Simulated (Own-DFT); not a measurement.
# Which defects push the lattice out? C40 NbSi2

No measurement is shown. These are fixed-geometry runs of a retired plane-wave code named Own-DFT, which no person has reviewed; spin and spin-orbit coupling are neglected.

All runs used: PBE; PseudoDojo norm-conserving scalar-relativistic files; cutoff 42 hartree; 4 x 4 x 5 k mesh centred on Gamma; cold (Marzari-Vanderbilt) smearing of 0.2 eV.

Limits: forces on such cells failed a check on a denser k mesh; stress not checked against mesh or cutoff.

All runs share one cell, with vectors in Å (0.000, 8.324, 0.000); (-9.613, 0.000, 0.000); (0.000, 0.000, 6.586) and a volume of 527.0 Å³. Atoms were moved at random from their sites; u is the rms move along one axis. The defect's site can differ from row to row.

```
cell,formula,u (Å),P (GPa)
no defect,Nb12Si24,0.0184,1.50
no defect,Nb12Si24,0.0195,1.49
no defect,Nb12Si24,0.0526,3.07
two Nb on a Si site each,Nb14Si22,0.0278,7.52
two Nb on a Si site each,Nb14Si22,0.0291,7.58
two Nb on a Si site each,Nb14Si22,0.0436,7.99
two Nb on a Si site each,Nb14Si22,0.0437,?
one Si vacancy,Nb12Si23,0.0286,1.02
one Si vacancy,Nb12Si23,0.0297,1.12
one Si vacancy,Nb12Si23,0.0491,1.81
two Si on a Nb site each,Nb10Si26,0.0286,1.71
two Si on a Nb site each,Nb10Si26,0.0289,1.66
two Si on a Nb site each,Nb10Si26,0.0475,2.52
two Nb vacancies,Nb10Si24,0.0284,0.20
two Nb vacancies,Nb10Si24,0.0503,1.35
two Nb vacancies,Nb10Si24,0.0503,0.46
```

## Working it out

P = P0 + c u² + a shift for each defect gives P0 = 1.39 GPa, c = 542 ± 77 GPa/Å² and a scatter of 0.24 GPa. The shifts, and each times the cell's volume:

- two Nb on a Si site each: 5.67 ± 0.20 GPa, 18.7 eV (9.3 eV for each of its 2 sites)
- two Si on a Nb site each: -0.14 ± 0.20 GPa, -0.4 eV (-0.2 eV for each of its 2 sites) (not resolved)
- one Si vacancy: -0.82 ± 0.20 GPa, -2.7 eV
- two Nb vacancies: -1.78 ± 0.21 GPa, -5.9 eV (-2.9 eV for each of its 2 sites)

Positive is outwards. The product with the volume (160.2 GPa Å³ to the eV) is nearly free of the cell's size; divided by the bulk modulus at the cell's pressure it gives the volume that the defect adds. The atoms around the defects weren't relaxed, which would change these numbers.

## Test on the hidden row

Asked: what pressure belongs in the blank (two Nb on a Si site each, u = 0.0437 Å)?

The fitted form gives 8.10 ± 0.28 GPa. The hidden result is 8.30 GPa.
